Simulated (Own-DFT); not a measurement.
Si₄₇N₆₄ (beta silicon nitride with one vacancy, atoms displaced) (calculated)

Computed with Own-DFT development build. A calculation, not a measurement: plane-wave PBE density functional theory by an unreviewed code, no spin, of a simulated periodic cell, stress positive in tension, free energy of the whole cell less one offset for each atom, defect cell not probed for a lower state with spin; forces on such cells moved up to 12 meV/angstrom on a denser k mesh; offsets are fitted by least squares, one for each functional and potential file, so energies compare only between cells with the same atoms and settings and are not formation energies; the far tail of each file's local potential was reset to the Coulomb form; each entry is a single point on an unrelaxed cell, so the pressure reflects the starting lattice, mostly measured values (interpolated for alloys), from which strain is counted, and rises with the displacements; printed positions are rounded, which can move forces by about a meV/angstrom; the program, named Own-DFT, is a retired in-house code; no spin-orbit coupling; before rounding, a Quantum ESPRESSO 7.3.1 run of the same cell and cutoff gave forces within 1 meV/angstrom rms on each cell, which checks the program and not the settings.

Settings shared by all entries: functional PBE; potential files PseudoDojo norm-conserving, scalar-relativistic, standard set; wave cutoff 42 hartree; occupations Fermi-Dirac; smearing width 0.1 eV; k mesh 2 x 2 x 4 centred on Gamma.

```yaml
- entry: 1
  formula: Si47N64
  kind: "beta silicon nitride with one vacancy, atoms displaced"
  structure:
    cell_angstrom: [[15.212, 0.0, 0.0], [-7.606, 13.174, 0.0], [0.0, 0.0, 5.818]]
    atoms_fractional:
      - [Si, 0.08991, 0.38616, 0.11982]
      - [Si, 0.11666, 0.19941, 0.13412]
      - [Si, 0.29525, 0.41135, 0.1439]
      - [Si, 0.40986, 0.11009, 0.37083]
      - [Si, 0.38705, 0.29803, 0.37786]
      - [Si, 0.20187, 0.08521, 0.37733]
      - ["N", 0.16745, 0.01275, 0.12236]
      - ["N", 0.48632, 0.15228, 0.13376]
      - ["N", 0.3471, 0.33459, 0.12508]
      - ["N", 0.33344, 0.48694, 0.37795]
      - ["N", 0.01769, 0.35015, 0.36595]
      - ["N", 0.14807, 0.16349, 0.37081]
      - ["N", 0.16613, 0.32887, 0.12023]
      - ["N", 0.32978, 0.16684, 0.37013]
      - [Si, 0.08762, 0.38552, 0.63164]
      - [Si, 0.11678, 0.20406, 0.62183]
      - [Si, 0.29834, 0.41316, 0.62296]
      - [Si, 0.41721, 0.11847, 0.87439]
      - [Si, 0.38113, 0.29378, 0.87348]
      - [Si, 0.20736, 0.09208, 0.86751]
      - ["N", 0.16759, 0.01445, 0.63078]
      - ["N", 0.48563, 0.15006, 0.63321]
      - ["N", 0.34965, 0.3351, 0.62688]
      - ["N", 0.33577, 0.48525, 0.87394]
      - ["N", 0.01598, 0.3499, 0.86817]
      - ["N", 0.15103, 0.1638, 0.88118]
      - ["N", 0.16949, 0.33407, 0.62683]
      - ["N", 0.33441, 0.16672, 0.87071]
      - [Si, 0.08609, 0.885, 0.11837]
      - [Si, 0.11259, 0.69949, 0.12095]
      - [Si, 0.29433, 0.91296, 0.12549]
      - [Si, 0.41384, 0.61751, 0.36657]
      - [Si, 0.38447, 0.79822, 0.38171]
      - [Si, 0.20131, 0.58555, 0.37963]
      - ["N", 0.16607, 0.51315, 0.12305]
      - ["N", 0.48581, 0.6542, 0.12893]
      - ["N", 0.35068, 0.83498, 0.12674]
      - ["N", 0.3305, 0.98256, 0.36989]
      - ["N", 0.01588, 0.85305, 0.37494]
      - ["N", 0.1525, 0.66361, 0.36894]
      - ["N", 0.16605, 0.83307, 0.11691]
      - ["N", 0.33675, 0.66785, 0.37913]
      - [Si, 0.08361, 0.88203, 0.62958]
      - [Si, 0.1132, 0.70099, 0.62953]
      - [Si, 0.29749, 0.90991, 0.6203]
      - [Si, 0.41195, 0.61536, 0.87599]
      - [Si, 0.3824, 0.79633, 0.87509]
      - [Si, 0.2066, 0.58726, 0.8796]
      - ["N", 0.16597, 0.51744, 0.62659]
      - ["N", 0.48755, 0.6536, 0.62867]
      - ["N", 0.34884, 0.83261, 0.62994]
      - ["N", 0.33601, 0.98458, 0.87726]
      - ["N", 0.0209, 0.85034, 0.87547]
      - ["N", 0.14938, 0.66611, 0.87461]
      - ["N", 0.16888, 0.83381, 0.62279]
      - ["N", 0.3342, 0.6658, 0.87561]
      - [Si, 0.58562, 0.38819, 0.12456]
      - [Si, 0.62011, 0.20155, 0.12491]
      - [Si, 0.79951, 0.41506, 0.12377]
      - [Si, 0.90959, 0.11801, 0.36543]
      - [Si, 0.88626, 0.29902, 0.38458]
      - ["N", 0.66749, 0.0183, 0.12645]
      - ["N", 0.98488, 0.15011, 0.12932]
      - ["N", 0.84737, 0.33174, 0.12006]
      - ["N", 0.83127, 0.48329, 0.37867]
      - ["N", 0.51739, 0.35184, 0.3758]
      - ["N", 0.65111, 0.16654, 0.37821]
      - ["N", 0.66393, 0.33231, 0.1182]
      - ["N", 0.83153, 0.16414, 0.37656]
      - [Si, 0.58882, 0.38434, 0.62676]
      - [Si, 0.61803, 0.20496, 0.62315]
      - [Si, 0.79765, 0.41084, 0.63017]
      - [Si, 0.91275, 0.11489, 0.88152]
      - [Si, 0.88713, 0.29957, 0.88207]
      - [Si, 0.70265, 0.08487, 0.88689]
      - ["N", 0.66745, 0.01433, 0.61305]
      - ["N", 0.9836, 0.14822, 0.62779]
      - ["N", 0.85255, 0.33241, 0.61504]
      - ["N", 0.83892, 0.48834, 0.87992]
      - ["N", 0.51535, 0.34816, 0.87511]
      - ["N", 0.65089, 0.16597, 0.87045]
      - ["N", 0.66702, 0.33243, 0.61738]
      - ["N", 0.82932, 0.16278, 0.87497]
      - [Si, 0.58596, 0.88562, 0.12894]
      - [Si, 0.61254, 0.70201, 0.13195]
      - [Si, 0.79853, 0.91473, 0.12604]
      - [Si, 0.91449, 0.61864, 0.36452]
      - [Si, 0.88086, 0.79658, 0.37319]
      - [Si, 0.70135, 0.58817, 0.37142]
      - ["N", 0.6682, 0.51589, 0.12114]
      - ["N", 0.98476, 0.65279, 0.12647]
      - ["N", 0.85001, 0.83563, 0.11968]
      - ["N", 0.83332, 0.98265, 0.37076]
      - ["N", 0.51626, 0.85081, 0.3664]
      - ["N", 0.65153, 0.66618, 0.37836]
      - ["N", 0.67195, 0.83407, 0.12269]
      - ["N", 0.83215, 0.66444, 0.37621]
      - [Si, 0.58569, 0.88404, 0.62124]
      - [Si, 0.61548, 0.70407, 0.61992]
      - [Si, 0.79688, 0.91145, 0.62406]
      - [Si, 0.91302, 0.61311, 0.8702]
      - [Si, 0.88505, 0.79873, 0.87537]
      - [Si, 0.69871, 0.58388, 0.86557]
      - ["N", 0.66972, 0.51923, 0.63018]
      - ["N", 0.98428, 0.65251, 0.62647]
      - ["N", 0.85057, 0.83436, 0.63187]
      - ["N", 0.83894, 0.98353, 0.87515]
      - ["N", 0.51512, 0.84849, 0.86726]
      - ["N", 0.65277, 0.66676, 0.87509]
      - ["N", 0.66736, 0.83359, 0.62336]
      - ["N", 0.83282, 0.66332, 0.87898]
  results:
    "free_energy_of_cell_above_offsets [eV]": "-5.069"
    "pressure [GPa]": 5.69
    "stress_xx [GPa]": -5.81
    "stress_yy [GPa]": -5.11
    "stress_zz [GPa]": -6.17
    "stress_yz [GPa]": 0.46
    "stress_xz [GPa]": 1.56
    "stress_xy [GPa]": -0.46
    force_element: [Si, Si, Si, Si, Si, Si, "N", "N", "N", "N", "N", "N", "N", "N", Si, Si, Si, Si, Si, Si, "N", "N", "N", "N", "N", "N", "N", "N", Si, Si, Si, Si, Si, Si, "N", "N", "N", "N", "N", "N", "N", "N", Si, Si, Si, Si, Si, Si, "N", "N", "N", "N", "N", "N", "N", "N", Si, Si, Si, Si, Si, "N", "N", "N", "N", "N", "N", "N", "N", Si, Si, Si, Si, Si, Si, "N", "N", "N", "N", "N", "N", "N", "N", Si, Si, Si, Si, Si, Si, "N", "N", "N", "N", "N", "N", "N", "N", Si, Si, Si, Si, Si, Si, "N", "N", "N", "N", "N", "N", "N", "N"]
    "force_x [eV/angstrom]": [0.543, -1.52, -0.225, -0.08, -0.97, -0.082, -0.311, -0.055, 1.617, 0.376, -0.192, 1.116, -0.779, 1.866, 1.209, -0.564, -0.156, -0.496, 0.263, -0.101, -0.45, -0.175, 0.541, -0.06, -0.234, -0.917, -1.09, 0.733, 1.586, 0.877, 0.697, -0.026, 0.548, 1.596, 0.088, -0.192, -0.446, 0.502, -0.861, -1.932, -0.398, -1.677, 2.317, 0.857, -0.93, 0.949, 1.102, -1.275, -0.064, -1.09, -0.002, 0.164, -3.555, 1.315, -1.099, -0.479, 1.722, -0.828, -1.263, 0.98, 1.065, -0.185, 0.605, 0.001, 0.807, -0.556, -0.183, 0.925, -0.985, -0.013, 0.378, 0.057, -0.165, -0.419, -1.548, -0.147, 0.321, -2.097, 0.21, -0.962, 0.356, 0.188, 2.144, 2.266, 2.146, 0.115, -1.014, 1.146, 1.404, -0.756, 0.431, 0.6, 0.665, -1.376, -0.608, -2.69, -0.508, 1.233, 0.691, -0.349, -1.197, 1.186, 1.104, -0.518, 0.413, -0.135, -0.242, -0.967, -1.227, -0.296, -0.299]
    "force_y [eV/angstrom]": [-1.943, 0.665, 0.026, 2.179, -0.51, -0.72, 1.768, -0.383, -0.436, 0.179, 0.58, -0.744, 1.262, -0.015, -0.17, -0.842, 0.424, -1.32, 1.34, -2.522, -0.043, -0.049, -0.17, -0.364, 0.092, 0.664, 0.213, 0.331, 0.192, 1.865, -0.768, 0.164, -0.437, 0.754, 1.197, -0.64, 0.134, -0.076, -0.671, 0.634, -1.189, -0.511, 1.199, 1.066, 1.421, 0.042, 0.181, 0.392, -1.096, -0.981, 0.176, 0.316, -1.582, -1.353, -1.091, 0.614, -1.436, -0.098, -1.553, -1.963, -3.007, -2.563, 0.224, 1.011, 1.037, 0.18, 0.517, 1.221, 2.38, 0.414, -2.083, 0.307, -0.197, -2.236, 0.243, 0.483, 0.419, 1.962, -2.742, 0.175, -0.148, 1.486, 2.366, 1.807, 1.288, -0.209, -1.358, 0.01, -0.415, 0.091, -0.402, -0.228, 1.054, -0.865, -0.117, -0.872, 1.122, 1.043, 0.244, 1.092, 2.317, -1.773, 3.087, -3.191, -0.298, 0.05, 0.334, -0.514, -0.065, -0.226, 1.15]
    "force_z [eV/angstrom]": [0.285, -2.451, -3.419, 1.265, -0.644, -0.689, -0.031, -1.152, 0.628, 0.282, 1.404, 2.343, 0.441, 0.265, -2.684, 1.13, 1.418, 1.521, 0.693, 1.6, -0.937, -2.257, -0.613, 1.176, 1.598, -1.115, -0.193, 0.058, 2.151, 0.899, -1.336, 2.679, -1.496, -1.012, 0.487, -1.155, 0.296, 1.254, -0.18, 0.817, 0.439, -0.121, -1.918, -1.592, 1.324, -0.553, 1.141, -0.531, 0.712, -0.972, -0.794, -0.948, -0.146, 0.101, -0.155, 0.172, -0.244, 0.751, 0.844, 2.301, -4.021, 0.362, -0.862, 1.407, -0.194, 0.421, -0.269, -0.114, -0.006, 0.042, -0.483, -0.747, -1.189, -1.682, -2.942, 2.352, -0.555, 4.241, -1.011, -0.289, 0.436, 0.714, 0.202, -2.07, -1.743, -0.58, 2.345, 0.129, 0.231, 0.424, -1.365, 0.911, 1.085, 1.904, -0.697, 0.228, -0.212, -0.523, 2.034, -0.131, 0.712, 0.447, 2.991, -3.159, -1.238, -1.464, -0.242, 1.194, 0.202, -0.13, -0.238]
- entry: 2
  formula: Si47N64
  kind: "beta silicon nitride with one vacancy, atoms displaced"
  structure:
    cell_angstrom: [[15.212, 0.0, 0.0], [-7.606, 13.174, 0.0], [0.0, 0.0, 5.818]]
    atoms_fractional:
      - [Si, 0.08807, 0.38594, 0.12195]
      - [Si, 0.1148, 0.20496, 0.12389]
      - [Si, 0.29493, 0.41188, 0.1155]
      - [Si, 0.41201, 0.11063, 0.37795]
      - [Si, 0.38173, 0.2978, 0.37963]
      - [Si, 0.20129, 0.08405, 0.38109]
      - ["N", 0.16754, 0.01334, 0.1224]
      - ["N", 0.48519, 0.1499, 0.12876]
      - ["N", 0.34365, 0.33109, 0.1165]
      - ["N", 0.33643, 0.4886, 0.36963]
      - ["N", 0.01464, 0.3506, 0.37766]
      - ["N", 0.15288, 0.16628, 0.37642]
      - ["N", 0.16725, 0.33556, 0.12798]
      - ["N", 0.33211, 0.1668, 0.38178]
      - [Si, 0.08511, 0.38348, 0.62814]
      - [Si, 0.11616, 0.20786, 0.63347]
      - [Si, 0.3016, 0.41656, 0.63541]
      - [Si, 0.4123, 0.11506, 0.87948]
      - [Si, 0.38353, 0.2998, 0.87272]
      - [Si, 0.20134, 0.08514, 0.87453]
      - ["N", 0.1662, 0.01396, 0.62908]
      - ["N", 0.48416, 0.15041, 0.61655]
      - ["N", 0.34688, 0.33187, 0.62224]
      - ["N", 0.33833, 0.48563, 0.86858]
      - ["N", 0.01618, 0.34983, 0.87788]
      - ["N", 0.15159, 0.16884, 0.86678]
      - ["N", 0.17066, 0.33433, 0.62399]
      - ["N", 0.3348, 0.16896, 0.88537]
      - [Si, 0.08625, 0.8882, 0.12176]
      - [Si, 0.11765, 0.7053, 0.12613]
      - [Si, 0.29987, 0.91123, 0.12542]
      - [Si, 0.41102, 0.61657, 0.37492]
      - [Si, 0.38562, 0.79891, 0.36996]
      - [Si, 0.20153, 0.59012, 0.37839]
      - ["N", 0.16499, 0.51422, 0.13207]
      - ["N", 0.48284, 0.64967, 0.12166]
      - ["N", 0.34782, 0.83191, 0.12977]
      - ["N", 0.33313, 0.98221, 0.38324]
      - ["N", 0.01213, 0.85022, 0.38721]
      - ["N", 0.14844, 0.66442, 0.36667]
      - ["N", 0.16586, 0.83105, 0.12133]
      - ["N", 0.33245, 0.66492, 0.36495]
      - [Si, 0.08373, 0.88417, 0.62057]
      - [Si, 0.11732, 0.70248, 0.63412]
      - [Si, 0.29979, 0.91327, 0.62676]
      - [Si, 0.41271, 0.61132, 0.87398]
      - [Si, 0.38532, 0.8, 0.88187]
      - [Si, 0.20278, 0.58746, 0.88058]
      - ["N", 0.16493, 0.51407, 0.61748]
      - ["N", 0.4822, 0.65086, 0.61201]
      - ["N", 0.34781, 0.83635, 0.61944]
      - ["N", 0.33171, 0.98262, 0.86514]
      - ["N", 0.01149, 0.84564, 0.86762]
      - ["N", 0.14769, 0.66665, 0.87432]
      - ["N", 0.17036, 0.83222, 0.62774]
      - ["N", 0.33431, 0.66593, 0.87178]
      - [Si, 0.58513, 0.38523, 0.13316]
      - [Si, 0.61781, 0.20448, 0.12743]
      - [Si, 0.79933, 0.41452, 0.12355]
      - [Si, 0.91423, 0.1175, 0.36507]
      - [Si, 0.88577, 0.29525, 0.37906]
      - [Si, 0.70203, 0.08886, 0.37845]
      - ["N", 0.66625, 0.0164, 0.12492]
      - ["N", 0.98712, 0.14948, 0.12315]
      - ["N", 0.85008, 0.33596, 0.12492]
      - ["N", 0.83273, 0.48547, 0.37301]
      - ["N", 0.51392, 0.35054, 0.36537]
      - ["N", 0.64918, 0.16419, 0.37204]
      - ["N", 0.66641, 0.33474, 0.12924]
      - ["N", 0.83623, 0.16797, 0.36507]
      - [Si, 0.58951, 0.38601, 0.61812]
      - [Si, 0.61935, 0.20668, 0.62676]
      - [Si, 0.79866, 0.41545, 0.62759]
      - [Si, 0.91223, 0.11684, 0.87702]
      - [Si, 0.8838, 0.29904, 0.86861]
      - [Si, 0.69879, 0.0842, 0.87351]
      - ["N", 0.66538, 0.01549, 0.62241]
      - ["N", 0.98698, 0.15181, 0.63104]
      - ["N", 0.84806, 0.33407, 0.62511]
      - ["N", 0.83249, 0.48255, 0.87351]
      - ["N", 0.50971, 0.34491, 0.88254]
      - ["N", 0.64613, 0.16358, 0.87284]
      - ["N", 0.6677, 0.33308, 0.62217]
      - ["N", 0.83364, 0.16693, 0.87998]
      - [Si, 0.58419, 0.88462, 0.12071]
      - [Si, 0.61483, 0.70473, 0.12841]
      - [Si, 0.79584, 0.9103, 0.11861]
      - [Si, 0.91672, 0.61759, 0.37461]
      - [Si, 0.88521, 0.79804, 0.38006]
      - [Si, 0.70343, 0.58674, 0.38369]
      - ["N", 0.66678, 0.51945, 0.12607]
      - ["N", 0.97827, 0.64505, 0.13175]
      - ["N", 0.852, 0.83511, 0.12601]
      - ["N", 0.83311, 0.98368, 0.37681]
      - ["N", 0.5141, 0.84613, 0.37839]
      - ["N", 0.64936, 0.66323, 0.37145]
      - ["N", 0.66717, 0.83455, 0.13157]
      - ["N", 0.83313, 0.66599, 0.37986]
      - [Si, 0.61966, 0.70503, 0.63429]
      - [Si, 0.80143, 0.91455, 0.62736]
      - [Si, 0.91252, 0.61939, 0.87733]
      - [Si, 0.88457, 0.79768, 0.87771]
      - [Si, 0.70162, 0.58559, 0.87515]
      - ["N", 0.66642, 0.51449, 0.61435]
      - ["N", 0.97957, 0.64604, 0.62231]
      - ["N", 0.85265, 0.83425, 0.62879]
      - ["N", 0.83387, 0.98757, 0.87994]
      - ["N", 0.51459, 0.85016, 0.88127]
      - ["N", 0.65152, 0.66767, 0.87138]
      - ["N", 0.6687, 0.83236, 0.61494]
      - ["N", 0.83531, 0.66619, 0.87544]
  results:
    "free_energy_of_cell_above_offsets [eV]": "-4.808"
    "pressure [GPa]": 6.17
    "stress_xx [GPa]": -5.42
    "stress_yy [GPa]": -6.71
    "stress_zz [GPa]": -6.36
    "stress_yz [GPa]": 0.53
    "stress_xz [GPa]": -0.87
    "stress_xy [GPa]": 0.56
    force_element: [Si, Si, Si, Si, Si, Si, "N", "N", "N", "N", "N", "N", "N", "N", Si, Si, Si, Si, Si, Si, "N", "N", "N", "N", "N", "N", "N", "N", Si, Si, Si, Si, Si, Si, "N", "N", "N", "N", "N", "N", "N", "N", Si, Si, Si, Si, Si, Si, "N", "N", "N", "N", "N", "N", "N", "N", Si, Si, Si, Si, Si, Si, "N", "N", "N", "N", "N", "N", "N", "N", Si, Si, Si, Si, Si, Si, "N", "N", "N", "N", "N", "N", "N", "N", Si, Si, Si, Si, Si, Si, "N", "N", "N", "N", "N", "N", "N", "N", Si, Si, Si, Si, Si, "N", "N", "N", "N", "N", "N", "N", "N"]
    "force_x [eV/angstrom]": [-0.248, 2.401, 0.629, -1.059, 0.474, 0.072, -0.605, -0.061, 0.185, 0.14, 0.705, -1.269, -0.718, 0.762, 1.638, 1.234, -0.774, 0.285, 0.192, 0.407, -0.409, 0.873, -0.376, -0.25, -0.82, 0.837, -1.514, -0.778, 0.855, -1.731, -1.909, 0.557, 1.416, 1.487, -0.274, 0.926, -1.213, 0.007, 1.191, -0.453, -1.085, -1.698, 3.011, -1.923, -1.348, -0.228, 1.628, 0.26, -0.394, 1.943, 2.229, 0.499, 1.383, 1.959, -2.641, -0.914, 1.306, -0.867, -0.904, 0.321, -1.408, 1.005, -0.171, -0.778, 0.859, 0.391, -0.992, -0.369, 0.06, -0.76, -1.048, -0.993, -0.316, 0.179, 0.334, 0.421, 0.264, -1.239, 0.311, 0.18, 2.286, 0.516, -0.545, -0.81, 0.765, -0.03, -0.091, -3.054, -0.972, 0.176, -0.235, 3.231, -0.267, 0.826, 0.064, -0.324, -0.191, 0.243, -2.742, -2.034, 1.051, -0.319, 0.598, -0.328, 2.821, -0.818, 0.62, -1.079, 0.871, 1.272, -2.78]
    "force_y [eV/angstrom]": [-0.377, -0.269, 0.876, 1.617, -1.018, 1.768, 0.938, -0.544, 0.598, -2.438, 0.153, 0.128, -0.565, -0.826, 0.207, -1.334, -1.305, 0.614, -1.636, 2.242, -0.678, 0.325, 1.181, -0.587, -0.163, -1.099, 1.745, -1.259, -2.775, -1.142, 0.48, 0.379, -0.97, -0.88, 0.889, 0.117, 0.6, 0.297, 0.753, 0.214, 2.026, 1.235, -0.472, 0.505, -1.014, 3.324, -0.711, -0.162, 0.656, 0.036, -1.539, 1.333, 1.203, -1.635, 0.293, -0.01, 0.461, -0.013, -0.586, -1.19, 0.884, -1.679, 0.002, -0.14, -0.4, 0.127, -0.12, 0.867, 0.189, -0.574, -1.952, -1.85, -0.485, 0.201, -0.903, -0.106, 0.833, -0.443, 0.042, 1.938, 2.073, 0.221, 1.279, 0.502, 0.833, -0.747, 1.169, -1.668, -1.711, 1.765, -1.778, 1.958, 0.255, 0.92, 0.265, 0.335, -0.569, 0.775, -0.072, -0.395, -2.132, -1.402, 0.977, -0.479, 1.467, 0.837, -0.973, -0.526, -1.043, 0.887, 0.552]
    "force_z [eV/angstrom]": [1.413, 0.437, 2.156, -0.664, -2.146, -0.79, 0.676, -0.243, 1.429, 0.327, -0.417, -0.121, -0.358, -0.125, -0.787, -2.276, -4.496, -0.974, 0.34, 0.212, -0.275, 2.055, 0.761, 1.998, -0.448, 2.188, 0.349, -0.414, 0.266, -0.208, -0.118, -1.085, 2.211, -0.652, -1.041, 0.075, -0.943, -2.248, -3.196, 1.916, 0.284, 0.381, 1.696, -2.89, -0.51, -1.256, -2.3, -0.834, 1.962, 2.763, 0.995, 2.936, 1.47, 1.469, -0.264, 0.136, -2.747, -0.561, 0.647, 2.121, -1.16, -0.15, 0.446, -0.235, 0.119, 0.525, 2.803, 0.729, -0.164, 0.317, 1.173, -0.841, -1.393, -0.493, 1.794, -0.653, 0.149, -1.181, -0.641, 0.393, -1.486, 0.677, 0.156, -0.288, 1.641, -0.101, 1.589, 0.941, -0.454, -2.815, 0.075, -2.355, 0.161, -0.969, -1.661, 0.985, -0.491, -0.024, -3.198, -0.193, -0.294, -0.086, -0.265, 2.99, 1.621, 0.138, -0.602, 0.087, 1.949, 0.439, 0.015]
```
